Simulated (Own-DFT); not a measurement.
# Computed records: HfO$_{2}$ (monoclinic hafnia, atoms displaced)

All values are calculated (Own-DFT development build). A calculation, not a measurement: plane-wave PBE density functional theory by an unreviewed code, no spin, of a simulated periodic cell, stress positive in tension, free energy of the whole cell less one offset for each atom, hafnium file: forces about 75 meV/angstrom off all-electron values; oxygen file: force components 24 meV/angstrom off all-electron in one glass; forces on such cells passed a denser k mesh, this cell's mesh not checked; offsets are fitted by least squares, one for each functional and potential file, so energies compare only between cells with the same atoms and settings and are not formation energies; the far tail of each file's local potential was reset to the Coulomb form; each entry is a single point on an unrelaxed cell, so the pressure reflects the starting lattice, mostly measured values, from which strain is counted, and rises with the displacements; printed positions are rounded, which can move forces by about a meV/angstrom; the program is a retired in-house code; no spin-orbit coupling; before rounding, a Quantum ESPRESSO 7.3.1 run of the same cell and cutoff gave forces within 1 meV/angstrom rms on each cell, which checks the program and not the settings.

Settings shared by all entries: functional PBE; potential files PseudoDojo norm-conserving, scalar-relativistic, standard set; wave cutoff 72 hartree; occupations Fermi-Dirac; smearing width 0.1 eV; k mesh 2 x 2 x 2 centred on Gamma.

(1) 
```cif
# cell vector a (Å): 10.2340 0.0000 0.0000
# cell vector b (Å): 0.0000 10.3500 0.0000
# cell vector c (Å): -1.6955 0.0000 10.4453
data_HfO2
_symmetry_space_group_name_H-M 'P 1'
_symmetry_Int_Tables_number 1
_cell_length_a 10.2340
_cell_length_b 10.3500
_cell_length_c 10.5820
_cell_angle_alpha 90.000
_cell_angle_beta 99.220
_cell_angle_gamma 90.000
_cell_volume 1106.39
loop_
_atom_site_label
_atom_site_type_symbol
_atom_site_fract_x
_atom_site_fract_y
_atom_site_fract_z
_atom_site_occupancy
Hf1 Hf 0.14271 0.01950 0.10517 1
Hf2 Hf 0.35822 0.27121 0.14831 1
Hf3 Hf 0.36265 0.47968 0.39402 1
Hf4 Hf 0.13827 0.23043 0.35238 1
O1 O 0.03952 0.17033 0.17229 1
O2 O 0.46450 0.41518 0.08066 1
O3 O 0.46574 0.33210 0.32691 1
O4 O 0.03951 0.08254 0.42189 1
O5 O 0.22315 0.37809 0.23922 1
O6 O 0.27418 0.12570 0.01169 1
O7 O 0.27306 0.12030 0.26278 1
O8 O 0.22394 0.37089 0.48960 1
Hf5 Hf 0.13865 0.02440 0.60173 1
Hf6 Hf 0.36123 0.26817 0.64385 1
Hf7 Hf 0.36260 0.47778 0.89707 1
Hf8 Hf 0.13832 0.23507 0.85681 1
O9 O 0.03615 0.16707 0.67276 1
O10 O 0.46225 0.41729 0.57734 1
O11 O 0.46290 0.33438 0.82428 1
O12 O 0.03719 0.08590 0.92412 1
O13 O 0.22354 0.37470 0.73929 1
O14 O 0.27650 0.12988 0.50975 1
O15 O 0.27280 0.11844 0.76006 1
O16 O 0.22516 0.36834 0.98594 1
Hf9 Hf 0.13793 0.52056 0.10332 1
Hf10 Hf 0.36130 0.76940 0.14799 1
Hf11 Hf 0.36283 0.98215 0.39670 1
Hf12 Hf 0.13740 0.73239 0.35077 1
O17 O 0.03826 0.66567 0.17438 1
O18 O 0.46229 0.91609 0.07527 1
O19 O 0.46287 0.83539 0.32869 1
O20 O 0.03795 0.58333 0.42381 1
O21 O 0.22546 0.87650 0.23952 1
O22 O 0.27758 0.63186 0.01196 1
O23 O 0.27416 0.61882 0.25758 1
O24 O 0.22360 0.87427 0.48764 1
Hf13 Hf 0.13776 0.51809 0.60671 1
Hf14 Hf 0.35955 0.77247 0.64378 1
Hf15 Hf 0.36182 0.98671 0.89905 1
Hf16 Hf 0.13877 0.73008 0.85267 1
O25 O 0.04023 0.66682 0.67735 1
O26 O 0.46625 0.91867 0.57855 1
O27 O 0.46133 0.83265 0.82846 1
O28 O 0.03483 0.57933 0.92443 1
O29 O 0.22530 0.87755 0.74052 1
O30 O 0.27331 0.63403 0.51038 1
O31 O 0.27015 0.62131 0.75578 1
O32 O 0.22433 0.87073 0.99110 1
Hf17 Hf 0.63833 0.01977 0.10164 1
Hf18 Hf 0.86440 0.27014 0.14181 1
Hf19 Hf 0.86157 0.48050 0.39731 1
Hf20 Hf 0.63958 0.23011 0.35338 1
O33 O 0.53404 0.16359 0.17325 1
O34 O 0.96523 0.41749 0.07737 1
O35 O 0.96403 0.33423 0.32250 1
O36 O 0.53808 0.08764 0.42287 1
O37 O 0.72760 0.37740 0.24204 1
O38 O 0.77566 0.12738 0.01341 1
O39 O 0.77112 0.12254 0.25859 1
O40 O 0.72764 0.37053 0.48701 1
Hf21 Hf 0.63806 0.02020 0.60297 1
Hf22 Hf 0.86205 0.27368 0.64698 1
Hf23 Hf 0.86243 0.47770 0.89212 1
Hf24 Hf 0.63474 0.23236 0.85289 1
O41 O 0.53708 0.16603 0.67068 1
O42 O 0.96288 0.41793 0.57414 1
O43 O 0.96276 0.33312 0.82640 1
O44 O 0.53788 0.08533 0.92608 1
O45 O 0.72459 0.37916 0.73963 1
O46 O 0.77937 0.12592 0.50867 1
O47 O 0.77136 0.11649 0.76140 1
O48 O 0.72212 0.37017 0.99037 1
Hf25 Hf 0.63878 0.51848 0.10227 1
Hf26 Hf 0.86468 0.77196 0.14657 1
Hf27 Hf 0.86229 0.98157 0.39636 1
Hf28 Hf 0.63841 0.73234 0.35358 1
O49 O 0.53461 0.66533 0.17289 1
O50 O 0.96538 0.91705 0.07242 1
O51 O 0.96260 0.83446 0.32575 1
O52 O 0.54097 0.58611 0.42458 1
O53 O 0.72240 0.87858 0.24091 1
O54 O 0.77639 0.62972 0.01127 1
O55 O 0.77452 0.62024 0.26072 1
O56 O 0.72534 0.87186 0.49172 1
Hf29 Hf 0.63991 0.51919 0.60608 1
Hf30 Hf 0.86586 0.76906 0.64686 1
Hf31 Hf 0.86127 0.97975 0.89612 1
Hf32 Hf 0.63810 0.72848 0.85458 1
O57 O 0.53661 0.66294 0.67373 1
O58 O 0.96482 0.91364 0.57463 1
O59 O 0.96353 0.83648 0.82668 1
O60 O 0.53518 0.58325 0.92245 1
O61 O 0.72334 0.87764 0.74013 1
O62 O 0.77185 0.62816 0.50999 1
O63 O 0.77509 0.61681 0.75717 1
O64 O 0.72403 0.86990 0.99243 1
_calc_free_energy_of_cell_above_offsets '-98.054'  # eV
_calc_pressure 4.01  # GPa
_calc_stress_xx -3.92  # GPa
_calc_stress_yy -3.78  # GPa
_calc_stress_zz -4.33  # GPa
_calc_stress_yz -0.07  # GPa
_calc_stress_xz -0.17  # GPa
_calc_stress_xy 0.08  # GPa
```

Force:
| element | x (eV/Å) | y (eV/Å) | z (eV/Å) |
| --- | --- | --- | --- |
| Hf | -0.983 | -0.168 | -0.405 |
| Hf | 1.266 | -0.606 | -0.037 |
| Hf | 0.451 | 0.356 | 0.664 |
| Hf | -0.708 | 0.263 | 0.287 |
| O | -0.106 | -0.423 | -0.42 |
| O | -0.194 | 0.024 | -0.464 |
| O | -0.554 | 0.504 | 0.086 |
| O | -0.479 | 0.023 | -0.231 |
| O | 0.145 | 0.117 | -0.123 |
| O | 0.432 | 0.776 | 0.225 |
| O | 0.515 | 0.019 | -0.268 |
| O | 0.069 | 0.146 | -0.112 |
| Hf | -0.406 | -0.879 | 0.627 |
| Hf | 0.227 | 0.377 | -0.131 |
| Hf | 0.199 | 0.829 | -0.286 |
| Hf | -0.305 | -1.832 | -0.814 |
| O | -0.508 | 0.407 | -0.129 |
| O | 0.181 | -0.091 | -0.07 |
| O | 0.134 | -0.071 | 0.32 |
| O | -0.311 | 0.071 | -0.178 |
| O | -0.067 | 0.361 | -0.001 |
| O | 0.189 | 0.043 | 0.148 |
| O | 0.345 | 0.703 | 0.039 |
| O | -0.002 | 0.623 | 0.827 |
| Hf | -0.17 | 0.307 | 0.113 |
| Hf | 0.681 | 0.294 | -0.539 |
| Hf | 0.377 | -0.364 | 0.086 |
| Hf | -0.041 | -0.552 | 0.995 |
| O | -0.485 | 0.177 | -0.443 |
| O | 0.286 | 0.082 | 0.415 |
| O | 0.286 | -0.142 | 0.063 |
| O | -0.299 | 0.075 | -0.059 |
| O | -0.305 | 0.381 | 0.027 |
| O | -0.239 | -0.773 | -0.556 |
| O | 0.269 | -0.009 | 0.441 |
| O | 0.108 | 0.115 | 0.061 |
| Hf | 0.493 | 0.623 | -0.927 |
| Hf | 0.535 | -0.037 | 0.562 |
| Hf | 0.171 | -1.829 | -0.491 |
| Hf | 0.144 | 0.366 | 0.642 |
| O | -1 | -0.108 | -0.635 |
| O | -0.335 | -0.171 | -0.143 |
| O | 0.486 | -0.006 | 0.068 |
| O | 0.378 | 0.546 | -0.505 |
| O | -0.349 | 0.301 | -0.336 |
| O | 0.275 | -0.566 | -0.275 |
| O | 0.774 | -0.698 | 0.92 |
| O | -0.207 | 0.21 | -0.131 |
| Hf | -0.291 | -0.025 | 1.008 |
| Hf | -0.441 | 0.005 | 0.922 |
| Hf | 0.264 | 0.114 | -1.019 |
| Hf | 0.342 | -0.166 | -0.385 |
| O | -0.689 | 0.405 | -0.144 |
| O | -0.01 | -0.07 | -0.315 |
| O | 0.328 | -0.021 | 0.546 |
| O | -0.734 | -0.603 | 0.13 |
| O | -0.296 | 0.319 | -0.706 |
| O | 0.323 | 0.194 | -0.504 |
| O | 0.738 | -0.37 | 0.159 |
| O | -0.472 | -0.144 | 0.687 |
| Hf | 0.556 | -0.283 | 0.207 |
| Hf | 0.159 | -1.206 | -0.784 |
| Hf | -0.463 | 0.735 | 1.022 |
| Hf | 0.461 | -0.844 | 0.135 |
| O | -0.664 | 0.595 | 0.215 |
| O | 0.181 | -0.249 | 0.897 |
| O | 0.275 | -0.059 | 0.047 |
| O | -0.451 | 0.215 | -0.709 |
| O | -0.087 | -0.442 | 0.047 |
| O | 0.019 | 0.626 | 0.542 |
| O | 0.327 | 0.867 | -0.102 |
| O | 0.235 | 0.115 | -0.432 |
| Hf | 0.068 | 0.517 | 0.937 |
| Hf | -0.552 | -0.092 | -0.201 |
| Hf | -0.377 | -0.071 | -0.137 |
| Hf | 0.065 | -0.282 | 0.079 |
| O | -0.055 | -0.014 | -0.066 |
| O | 0.202 | -0.214 | 0.799 |
| O | 0.447 | -0.122 | 0.005 |
| O | -1.331 | -0.771 | -0.299 |
| O | 0.28 | 0.125 | -0.174 |
| O | 0.119 | -0.256 | -0.258 |
| O | 0.237 | 0.175 | -0.113 |
| O | -0.017 | -0.11 | -0.281 |
| Hf | -0.615 | 0.647 | -0.756 |
| Hf | -0.657 | 0.411 | -0.289 |
| Hf | 0.069 | 0.127 | -0.055 |
| Hf | -0.437 | 0.528 | -0.338 |
| O | -0.544 | 0.439 | 0.045 |
| O | 0.524 | 0.282 | 0.166 |
| O | 0.524 | -0.603 | -0.06 |
| O | -0.323 | -0.449 | 0.053 |
| O | 0.079 | -0.313 | 0.015 |
| O | 0.866 | 0.236 | 0.319 |
| O | 0.375 | 0.245 | 0.55 |
| O | 0.079 | 0.062 | -0.318 |

(2) 
```cif
# cell vector a (Å): 10.2340 0.0000 0.0000
# cell vector b (Å): 0.0000 10.3500 0.0000
# cell vector c (Å): -1.6955 0.0000 10.4453
data_HfO2
_symmetry_space_group_name_H-M 'P 1'
_symmetry_Int_Tables_number 1
_cell_length_a 10.2340
_cell_length_b 10.3500
_cell_length_c 10.5820
_cell_angle_alpha 90.000
_cell_angle_beta 99.220
_cell_angle_gamma 90.000
_cell_volume 1106.39
loop_
_atom_site_label
_atom_site_type_symbol
_atom_site_fract_x
_atom_site_fract_y
_atom_site_fract_z
_atom_site_occupancy
Hf1 Hf 0.13744 0.01862 0.10797 1
Hf2 Hf 0.36251 0.26936 0.14474 1
Hf3 Hf 0.35952 0.47772 0.39523 1
Hf4 Hf 0.13565 0.22950 0.35366 1
O1 O 0.03646 0.16702 0.17437 1
O2 O 0.46365 0.42000 0.07743 1
O3 O 0.46467 0.33492 0.32366 1
O4 O 0.03758 0.08446 0.42320 1
O5 O 0.22694 0.38013 0.23969 1
O6 O 0.27433 0.13237 0.00949 1
O7 O 0.27298 0.11913 0.25856 1
O8 O 0.22089 0.37235 0.48947 1
Hf5 Hf 0.13876 0.02102 0.60298 1
Hf6 Hf 0.36240 0.26982 0.64615 1
Hf7 Hf 0.36318 0.47736 0.89866 1
Hf8 Hf 0.13566 0.23113 0.85470 1
O9 O 0.03734 0.16671 0.67736 1
O10 O 0.46207 0.41261 0.57681 1
O11 O 0.46461 0.33280 0.82448 1
O12 O 0.03500 0.08396 0.92378 1
O13 O 0.22569 0.37718 0.74275 1
O14 O 0.27615 0.13007 0.51061 1
O15 O 0.27437 0.12394 0.75680 1
O16 O 0.22219 0.37111 0.99008 1
Hf9 Hf 0.13836 0.51716 0.10514 1
Hf10 Hf 0.36230 0.77001 0.14327 1
Hf11 Hf 0.36240 0.98044 0.39621 1
Hf12 Hf 0.13911 0.73075 0.35707 1
O17 O 0.03352 0.66202 0.17120 1
O18 O 0.46360 0.91693 0.07532 1
O19 O 0.46389 0.83622 0.32175 1
O20 O 0.03666 0.58449 0.42348 1
O21 O 0.22497 0.87806 0.23947 1
O22 O 0.27677 0.62737 0.00657 1
O23 O 0.27548 0.62335 0.25652 1
O24 O 0.22552 0.87227 0.49105 1
Hf13 Hf 0.13705 0.52154 0.60320 1
Hf14 Hf 0.36341 0.76919 0.64582 1
Hf15 Hf 0.35817 0.98317 0.89404 1
Hf16 Hf 0.13737 0.72867 0.85322 1
O25 O 0.03682 0.66467 0.67048 1
O26 O 0.46076 0.91805 0.57495 1
O27 O 0.46278 0.83239 0.82607 1
O28 O 0.03715 0.58202 0.92514 1
O29 O 0.22258 0.88034 0.74003 1
O30 O 0.27596 0.62873 0.50918 1
O31 O 0.27240 0.61901 0.76108 1
O32 O 0.22428 0.86967 0.99046 1
Hf17 Hf 0.63531 0.01899 0.10482 1
Hf18 Hf 0.86174 0.27040 0.14941 1
Hf19 Hf 0.86232 0.48090 0.39574 1
Hf20 Hf 0.63778 0.22938 0.35632 1
O33 O 0.53532 0.16628 0.17084 1
O34 O 0.96433 0.41915 0.07515 1
O35 O 0.96439 0.33442 0.32531 1
O36 O 0.53653 0.08542 0.42040 1
O37 O 0.72616 0.37871 0.23728 1
O38 O 0.77823 0.12742 0.00959 1
O39 O 0.77896 0.12346 0.26217 1
O40 O 0.72367 0.37148 0.49240 1
Hf21 Hf 0.63619 0.01882 0.60611 1
Hf22 Hf 0.86439 0.26702 0.64413 1
Hf23 Hf 0.85976 0.48129 0.89719 1
Hf24 Hf 0.63948 0.23138 0.85465 1
O41 O 0.53750 0.16942 0.67118 1
O42 O 0.96321 0.41637 0.57883 1
O43 O 0.96103 0.33313 0.82539 1
O44 O 0.54014 0.08133 0.92750 1
O45 O 0.72625 0.37657 0.73822 1
O46 O 0.78017 0.13057 0.51072 1
O47 O 0.77402 0.12215 0.76351 1
O48 O 0.72080 0.37049 0.98801 1
Hf25 Hf 0.63884 0.51754 0.10391 1
Hf26 Hf 0.86208 0.77131 0.14673 1
Hf27 Hf 0.85941 0.97964 0.39844 1
Hf28 Hf 0.63659 0.72763 0.35163 1
O49 O 0.53382 0.66513 0.17373 1
O50 O 0.96419 0.91482 0.07570 1
O51 O 0.96553 0.82973 0.32253 1
O52 O 0.54145 0.58156 0.42709 1
O53 O 0.72432 0.88297 0.23654 1
O54 O 0.77467 0.62688 0.01067 1
O55 O 0.77596 0.62186 0.26178 1
O56 O 0.72615 0.87084 0.48918 1
Hf29 Hf 0.63914 0.52016 0.60215 1
Hf30 Hf 0.86163 0.76950 0.64566 1
Hf31 Hf 0.86419 0.98150 0.89800 1
Hf32 Hf 0.64030 0.73093 0.85443 1
O57 O 0.53792 0.66495 0.67335 1
O58 O 0.96052 0.91697 0.57863 1
O59 O 0.96137 0.83422 0.83028 1
O60 O 0.53251 0.58996 0.92114 1
O61 O 0.72408 0.87639 0.73531 1
O62 O 0.77512 0.62628 0.50860 1
O63 O 0.77654 0.62023 0.75992 1
O64 O 0.72263 0.87091 0.99117 1
_calc_free_energy_of_cell_above_offsets '-98.257'  # eV
_calc_pressure 3.88  # GPa
_calc_stress_xx -3.66  # GPa
_calc_stress_yy -3.69  # GPa
_calc_stress_zz -4.28  # GPa
_calc_stress_yz 0.09  # GPa
_calc_stress_xz -0.15  # GPa
_calc_stress_xy 0.21  # GPa
```

Force:
| element | x (eV/Å) | y (eV/Å) | z (eV/Å) |
| --- | --- | --- | --- |
| Hf | 0.071 | 0.126 | -0.734 |
| Hf | -0.06 | 0.223 | 0.038 |
| Hf | 0.406 | 0.268 | 0.105 |
| Hf | 0.5 | 0.109 | 0.121 |
| O | -0.274 | 0 | -0.184 |
| O | 0.043 | -0.5 | 0.165 |
| O | 0.232 | -0.032 | 0.388 |
| O | -0.654 | -0.471 | 0.053 |
| O | -0.216 | -0.37 | 0.233 |
| O | 0.127 | -0.617 | -0.015 |
| O | 0.355 | 0.266 | 0.307 |
| O | 0.1 | -0.101 | -0.285 |
| Hf | -0.179 | 0.084 | 0.412 |
| Hf | -0.306 | 0.269 | 0.057 |
| Hf | -0.213 | 0.587 | -0.804 |
| Hf | -0.053 | 0.284 | 0.043 |
| O | -0.099 | -0.45 | -0.764 |
| O | 0.551 | 0.72 | -0.432 |
| O | 0.226 | 0.042 | 0.596 |
| O | 0.12 | -0.09 | 0.161 |
| O | -0.223 | 0.261 | -0.406 |
| O | 0.094 | -0.172 | -0.256 |
| O | 0.21 | -0.573 | 0.537 |
| O | 0.211 | -0.052 | 0.163 |
| Hf | 0.028 | 0.94 | -0.414 |
| Hf | -0.339 | -0.12 | -0.208 |
| Hf | -0.063 | -0.097 | -0.576 |
| Hf | 0.144 | -0.361 | -1.132 |
| O | -0.11 | 0.394 | 0.37 |
| O | -0.129 | -0.037 | 0.026 |
| O | 0.361 | -0.036 | 0.655 |
| O | -0.389 | -0.195 | -0.144 |
| O | -0.257 | 0.034 | 0.185 |
| O | -0.08 | 0.166 | 0.429 |
| O | 0.08 | -0.328 | 0.749 |
| O | -0.279 | -0.124 | -0.192 |
| Hf | 0.314 | -0.737 | 0.588 |
| Hf | -0.035 | -0.204 | 0.626 |
| Hf | 0.682 | -0.516 | 0.292 |
| Hf | -0.084 | -0.278 | 0.453 |
| O | -0.758 | 0.771 | 0.219 |
| O | 0.656 | 0.046 | 0.347 |
| O | 0.003 | 0.426 | -0.002 |
| O | -0.288 | 0.216 | -0.643 |
| O | 0.04 | -0.029 | -0.182 |
| O | 0.22 | 0.086 | 0.102 |
| O | 0.421 | 0.218 | -0.365 |
| O | -0.077 | 0.333 | -0.231 |
| Hf | 0.526 | 0.345 | -0.381 |
| Hf | 0.271 | -0.214 | -1.164 |
| Hf | -0.01 | -0.1 | 0.302 |
| Hf | 0.22 | 0.372 | -0.402 |
| O | -0.135 | 0.343 | 0.368 |
| O | -0.527 | -0.843 | 0.515 |
| O | 0.142 | 0.159 | 0.417 |
| O | -0.213 | -0.449 | 0.355 |
| O | -0.367 | 0.142 | 0.419 |
| O | -0.055 | 0.378 | 0.628 |
| O | -0.267 | -0.034 | 0.214 |
| O | 0.113 | -0.293 | -0.838 |
| Hf | 0.255 | 0.475 | 0.004 |
| Hf | -0.495 | 0.89 | 0.781 |
| Hf | 0.644 | -0.393 | -0.447 |
| Hf | -0.004 | -0.459 | -0.1 |
| O | -0.045 | -0.56 | -0.147 |
| O | 0.348 | 0.171 | -0.36 |
| O | 0.426 | -0.006 | 0.485 |
| O | -0.773 | 0.242 | -1.11 |
| O | -0.362 | 0.25 | 0.084 |
| O | -0.49 | -0.704 | -0.135 |
| O | 0.251 | -0.452 | -0.519 |
| O | 0.096 | 0.251 | 0.368 |
| Hf | -0.187 | 0.819 | -0.275 |
| Hf | 0.269 | -0.416 | -0.451 |
| Hf | 0.596 | -0.152 | -0.658 |
| Hf | -0.144 | 0.2 | 0.16 |
| O | 0.365 | -0.251 | -0.068 |
| O | 0.327 | 0.196 | 0.442 |
| O | -0.413 | 0.946 | 0.965 |
| O | -1.109 | 0.038 | -0.94 |
| O | 0.044 | -0.601 | 0.847 |
| O | 0.02 | 0.142 | 0.071 |
| O | -0.094 | -0.058 | -0.169 |
| O | -0.486 | -0.122 | -0.278 |
| Hf | -0.13 | -0.548 | 0.858 |
| Hf | 0.031 | -0.214 | 0.123 |
| Hf | -0.524 | 0.042 | -0.167 |
| Hf | -0.435 | -0.12 | 0.075 |
| O | -0.562 | 0.375 | -0.281 |
| O | 0.821 | 0.341 | -0.091 |
| O | 0.604 | -0.676 | -0.482 |
| O | 0.007 | -0.647 | 0.358 |
| O | -0.332 | 0.325 | 0.214 |
| O | 0.452 | 0.485 | 0.282 |
| O | 0.113 | 0.144 | 0.018 |
| O | 0.186 | -0.141 | -0.34 |
